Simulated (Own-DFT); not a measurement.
# What random displacements cost in 4H SiC, 72 atoms (C36Si36)

These are calculations, not measurements. They come from Own-DFT, an in-house plane-wave density functional program, since retired, whose code no person has reviewed. Each row is one single-point run on a periodic cell that was not relaxed, without spin or spin-orbit coupling.

Settings of every run: PBE; PseudoDojo norm-conserving scalar-relativistic files; cutoff 42 hartree; 4 x 4 x 3 k mesh centred on Gamma; Fermi-Dirac smearing of 0.1 eV.

Known limits, some of them of some rows only: some atoms lie very close together; forces on such cells passed a denser k mesh, each cell not checked; stress not checked against mesh or cutoff.

Cell vectors in Å: (9.248, 0.000, 0.000); (-4.624, 8.009, 0.000); (0.000, 0.000, 10.068). In each run every atom was moved at random and independently from its ideal site; u is the rms move along one axis. E is the free energy for each atom above the fitted value at u = 0, and F the rms of the force components.

| run | u (Å) | E (meV/atom) | F (eV/Å) | largest force (eV/Å) | P (GPa) |
|---|---|---|---|---|---|
| 1 | 0.0295 | 32.2 | 0.933 | 3.36 | 3.84 |
| 2 | 0.0300 | 33.1 | 0.918 | 3.09 | 3.84 |
| 3 | 0.0565 | ? | ? | ? | ? |
| 4 | 0.0674 | 168.6 | 2.129 | 7.96 | 7.12 |
| 5 | 0.0999 | 350.9 | 2.872 | 11.30 | 11.76 |
| 6 | 0.1059 | 430.8 | 3.425 | 15.82 | 12.76 |

## Worked fit

For small independent moves the energy grows as E = (3/2) K u², with K the mean stiffness felt by one atom. The runs with u up to 0.11 Å give K = 24.6 ± 0.6 eV/Å², with residuals divided by u² + 0.0006 Å², since the noise grows with the moves. The scatter is 3.9 meV/atom at u = 0.05 Å. The forces follow F = G u with G = 31.0 eV/Å²; no force at u = 0 is resolved. G exceeds K because the moves of its neighbours add to the force on an atom, and stiffness differs between atoms. The pressure follows P = 3.10 + 866 u² GPa: at fixed volume, shortened bonds push harder than stretched ones pull.

## Withheld run

Question: what energy and rms force should run 3 give?

The fit gives 118 ± 6 meV/atom and about 1.75 eV/Å. The calculation gave 120.7 meV/atom and 1.718 eV/Å.
